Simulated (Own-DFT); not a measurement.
# Computed records: SiC (4H silicon carbide, atoms displaced)

A calculation, not a measurement: plane-wave PBE density functional theory by an unreviewed code, no spin, of a simulated periodic cell, stress positive in tension, free energy of the whole cell less one offset for each atom, forces on such cells passed a denser k mesh, this cell's mesh not checked; offsets are fitted by least squares, one for each functional and potential file, so energies compare only between cells with the same atoms and settings and are not formation energies; the far tail of each file's local potential was reset to the Coulomb form; each entry is a single point on an unrelaxed cell, so the pressure reflects the starting lattice, mostly measured values (interpolated for alloys), from which strain is counted, and rises with the displacements; printed positions are rounded, which can move forces by about a meV/angstrom; the program, named Own-DFT, is a retired in-house code; no spin-orbit coupling. Program: Own-DFT development build.

Settings shared by all entries: functional PBE; potential files PseudoDojo norm-conserving, scalar-relativistic, standard set; wave cutoff 42 hartree; occupations Fermi-Dirac; smearing width 0.1 eV; hardware one NVIDIA H100; k mesh 5 x 5 x 3 centred on Gamma.

(1) SiC (4H silicon carbide, atoms displaced)

```xyz
32
Lattice="6.1654 0.0000 0.0000 -3.0827 5.3394 0.0000 0.0000 0.0000 10.0681" Properties=species:S:1:pos:R:3 SiC
Si     0.0052     0.0116     4.0773
Si    -0.0116     1.7709     1.5746
C      3.0889     5.3157     0.9523
C      0.0307     1.7573     3.4527
Si    -1.5133     2.7109     4.1079
Si    -1.5141     4.4742     1.6538
C      4.6011     2.6742     0.9472
C     -1.5456     4.4450     3.4504
Si     0.0340     5.3190     4.1007
Si     3.0912     1.7811     1.5997
C      3.0677     0.0253     0.8840
C      3.0945     1.7604     3.4606
Si     1.5546     2.6755     4.1002
Si     1.5982     4.4844     1.5723
C      1.5809     2.7376     0.8800
C      1.5087     4.4241     3.4848
Si    -3.0698     5.3384     9.1701
Si     3.0849     3.5341     6.6260
C      3.0663     5.3382     5.9693
C      3.0840     3.5925     8.5336
Si     4.6007     2.6791     9.1165
Si     4.5819     0.9052     6.6249
C     -1.5250     2.6528     6.0236
C      4.5791     0.9349     8.5393
Si    -0.0441     5.2996     9.1813
Si    -0.0324     3.5944     6.6289
C      3.0593     0.0213     6.0073
C      0.0028     3.5711     8.5086
Si     1.5786     2.7221     9.1275
Si     1.5401     0.8965     6.6005
C      1.5119     2.6164     5.9595
C      1.5434     0.8873     8.5145
```

| Quantity | Value |
| --- | --- |
| free energy of cell above offsets | -4.819 eV |
| pressure | 3.71 GPa |
| stress xx | -1.61 GPa |
| stress yy | -3.53 GPa |
| stress zz | -6 GPa |
| stress yz | 0.27 GPa |
| stress xz | 0.47 GPa |
| stress xy | -0.27 GPa |
| wall time | 120.1 s |

Force:
```csv
element,x (eV/Å),y (eV/Å),z (eV/Å)
Si,-0.401,-0.409,0.639
Si,0.562,0.868,-0.823
C,0.911,0.956,0.659
C,-0.453,0.77,0.256
Si,-0.274,-1.398,-0.121
Si,-0.089,-0.723,-2.546
C,0.706,0.326,0.42
C,0.402,0.458,1.592
Si,-0.943,0.701,0.309
Si,-0.336,0.372,-1.188
C,0.419,-0.386,3.127
C,0.258,0.383,0.704
Si,0.016,-0.856,-0.295
Si,-1.786,-0.682,-0.077
C,-0.654,-1.062,2.057
C,1.178,0.448,-0.579
Si,-0.55,1.026,-1.098
Si,-0.562,0.632,-0.245
C,-0.07,-0.275,0.201
C,0.193,-0.044,-0.979
Si,0.522,0.154,0.721
Si,1.001,-0.684,0.615
C,-0.5,0.727,-0.95
C,0.446,-1.39,-0.296
Si,0.593,1.191,-2.143
Si,0.881,-0.677,0.12
C,0.296,-0.439,-0.872
C,-0.105,-0.337,0.014
Si,-0.867,-1.16,-0.578
Si,-0.908,-0.544,0.779
C,0.315,1.596,0.63
C,-0.204,0.456,-0.054
```

(2) SiC (4H silicon carbide, atoms displaced)

```xyz
32
Lattice="6.1654 0.0000 0.0000 -3.0827 5.3394 0.0000 0.0000 0.0000 10.0681" Properties=species:S:1:pos:R:3 SiC
Si     0.0348     0.0372     4.1008
Si    -0.0155     1.7682     1.5879
C      3.0849     5.2907     0.9666
C     -0.0326     1.7812     3.4956
Si     4.5962     2.6853     4.0956
Si    -1.5672     4.4243     1.5910
C      4.5866     2.6490     0.9238
C     -1.5382     4.4349     3.4480
Si    -0.0126     5.3384     4.0847
Si     3.0864     1.7318     1.6296
C      0.0122     5.3088     0.9345
C      3.1090     1.8328     3.4500
Si     1.5585     2.6977     4.1045
Si     1.4734     4.4266     1.5137
C      1.5430     2.6643     0.9236
C      1.5736     4.4388     3.4159
Si     0.0352     0.0372     9.1180
Si     3.0732     3.5443     6.6742
C      0.0135     0.0158     5.9866
C      3.0763     3.5241     8.5134
Si     4.5823     2.6970     9.1554
Si     4.6262     0.9400     6.6371
C     -1.5128     2.6687     5.9585
C      4.6593     0.8953     8.5248
Si    -0.0168     5.2953     9.1524
Si     0.0098     3.5671     6.5865
C      3.0756     0.0091     6.0111
C      0.0103     3.5567     8.4850
Si     1.5569     2.6747     9.0830
Si     1.5826     0.8528     6.5696
C      1.6025     2.6736     5.9518
C      1.6168     0.9166     8.5131
```

| Quantity | Value |
| --- | --- |
| free energy of cell above offsets | -4.887 eV |
| pressure | 3.58 GPa |
| stress xx | -2.95 GPa |
| stress yy | -2.68 GPa |
| stress zz | -5.12 GPa |
| stress yz | 0.16 GPa |
| stress xz | -0.8 GPa |
| stress xy | 0.82 GPa |
| wall time | 117.9 s |

Force:
```csv
element,x (eV/Å),y (eV/Å),z (eV/Å)
Si,-0.935,-0.981,-0.281
Si,0.191,-0.118,-0.463
C,-0.437,0.895,-0.641
C,0.839,0.628,-0.343
Si,0.861,-0.069,0.089
Si,0.294,-0.176,-0.557
C,0.486,0.01,1.1
C,0.103,0.662,0.687
Si,1.013,0.039,-0.083
Si,-0.428,0.914,-1.812
C,-1.426,0.368,0.444
C,-0.944,-1.402,0.946
Si,-0.365,-0.055,-0.891
Si,2.01,-0.419,1.122
C,-0.26,-0.788,0.146
C,-0.659,0.711,0.838
Si,0.038,-0.483,0.409
Si,0.881,0.623,-1.592
C,-0.283,-0.448,0.32
C,0.237,1.509,0.032
Si,1.211,-1.035,-0.641
Si,0.424,-0.921,-0.196
C,-0.695,0.578,0.619
C,-0.747,0.106,0.017
Si,1.155,0.91,-0.78
Si,0.374,-0.365,0.218
C,1.17,-0.332,-1.17
C,-0.521,-0.264,0.11
Si,-0.577,-0.289,1.205
Si,-0.996,1.173,1.119
C,-0.948,-0.216,0.823
C,-1.064,-0.764,-0.796
```
